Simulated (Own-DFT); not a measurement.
# Strain and stress in hcp Ru, 36 atoms (Ru36)

These are calculations, not measurements. The program, named Own-DFT, is a retired in-house plane-wave density functional code that no person has reviewed. Each row is one single-point run on a periodic cell that was not relaxed, without spin or spin-orbit coupling.

Settings of every run: PBE; PseudoDojo norm-conserving scalar-relativistic files; cutoff 50 hartree; 5 x 5 x 4 k mesh centred on Gamma; cold (Marzari-Vanderbilt) smearing of 0.2 eV.

Known limits: forces on such cells failed a check on a denser k mesh; stress not checked against mesh or cutoff.

Unstrained cell vectors in Å: (8.118, 0.000, 0.000); (-4.059, 7.030, 0.000); (0.000, 0.000, 8.563). The unstrained cell has measured lattice constants (interpolated for alloys), not those of this functional. That, the random moves and any unrelaxed bonds set the pressure at no strain. Each run strains this cell uniformly, with the atoms carried along. Every atom was also moved at random, by a Gaussian of width 0.05 Å on each axis. Strain is the symmetric tensor, in per cent. Stress is positive in tension, and the pressure is minus a third of its trace.

```
run,e_xx (%),e_yy (%),e_zz (%),e_yz (%),e_xz (%),e_xy (%),s_xx (GPa),s_yy (GPa),s_zz (GPa),s_yz (GPa),s_xz (GPa),s_xy (GPa),P (GPa),E (meV/atom)
1,-0.95,1.39,1.15,-0.27,-0.81,0.97,-8.97,0.92,-0.31,-0.73,-2.98,3.14,2.79,17.4
2,1.32,-1.99,1.89,0.29,0.89,0.68,-1.37,-14.77,2.21,1.35,2.56,2.35,4.64,36.6
3,-1.64,-0.58,0.99,1.04,-0.49,0.38,-18.55,-13.24,-6.01,3.88,-2.18,2.16,12.60,40.4
4,-0.50,0.40,-1.34,-0.48,-0.11,0.35,-13.28,-9.09,-18.65,-1.73,-0.43,0.77,13.67,41.9
5,-0.03,-0.41,1.73,-1.28,-0.21,0.69,-4.82,-6.83,3.15,-4.31,-1.07,2.55,2.84,0.0
6,-1.49,-1.90,1.82,-0.39,-0.47,-1.77,-19.21,-20.69,-1.66,-1.37,-1.85,-8.08,13.85,55.5
7,0.08,-1.39,-0.46,0.55,-0.08,-0.66,-10.14,-17.93,-12.63,2.10,-0.25,-2.37,13.57,18.2
8,1.50,-0.62,1.79,-0.09,-0.63,0.03,2.51,-5.47,4.84,-0.41,-1.75,0.33,-0.63,15.6
9,-0.95,1.00,-0.23,0.37,-1.29,-0.17,-11.80,-4.11,-10.56,1.19,-5.32,-1.02,8.82,26.2
10,0.28,1.82,-0.09,0.68,0.66,0.62,-3.27,2.54,-5.11,2.69,2.22,2.60,1.95,17.3
11,0.10,-0.29,0.93,-0.48,-1.91,1.73,-6.97,-7.90,-2.88,-1.81,-6.81,6.84,5.92,30.5
12,-1.26,-0.61,1.49,-0.74,-1.19,0.92,-13.93,-11.65,-2.84,-2.83,-3.45,4.06,9.47,32.9
13,1.17,-1.44,-1.10,0.22,0.31,-1.40,-6.44,-17.37,-16.81,0.64,0.94,-5.92,13.54,43.3
14,0.04,-0.40,1.36,-0.18,1.04,0.93,-5.13,-7.43,0.72,-0.73,3.78,4.21,3.95,4.5
15,1.26,-1.77,1.41,-1.82,-0.70,0.58,-0.62,-12.85,0.70,-6.75,-2.38,2.74,4.26,7.8
16,1.72,-1.66,1.50,0.80,0.99,-0.71,?,?,?,?,?,?,?,?
```

E is the free energy for each atom above the lowest run shown.

## Worked fit

Each stress component was fitted by least squares to a constant and the strains of the runs shown, as fractions, with shears doubled. Shear strains stay in the fit of a normal stress only where such slopes are resolved. The slopes, in GPa:

| stress | at no strain | per e_xx | per e_yy | per e_zz | scatter |
|---|---|---|---|---|---|
| s_xx | -8.1 | 625 ± 25 | 214 ± 23 | 185 ± 24 | 0.93 |
| s_yy | -8.3 | 213 ± 17 | 631 ± 16 | 205 ± 17 | 0.65 |
| s_zz | -8.6 | 180 ± 21 | 167 ± 20 | 679 ± 20 | 0.79 |

Each shear stress against twice its own strain: yz 183 ± 4, xz 174 ± 9, xy 216 ± 11 GPa. These are stiffnesses along x, y and z of the frame in which the cell vectors are given, which need not be the crystal's axes. The atoms are held to the strained lattice; where symmetry lets them move under strain, relaxing them would lower some slopes. The table should be nearly symmetric about its diagonal, and what it lacks of that shows the noise. A ninth of its sum, 344 ± 11 GPa, estimates the bulk modulus near the mean pressure of these runs, 7.4 GPa, so it lies above the value at zero pressure.

## Withheld run

Question: what normal stresses and pressure should run 16 give?

The fit gives s_xx = 1.9, s_yy = -12.0, s_zz = 1.9 and P = 2.7 GPa. The calculation gave 0.78, -11.82, 1.78 and P = 3.09 GPa.
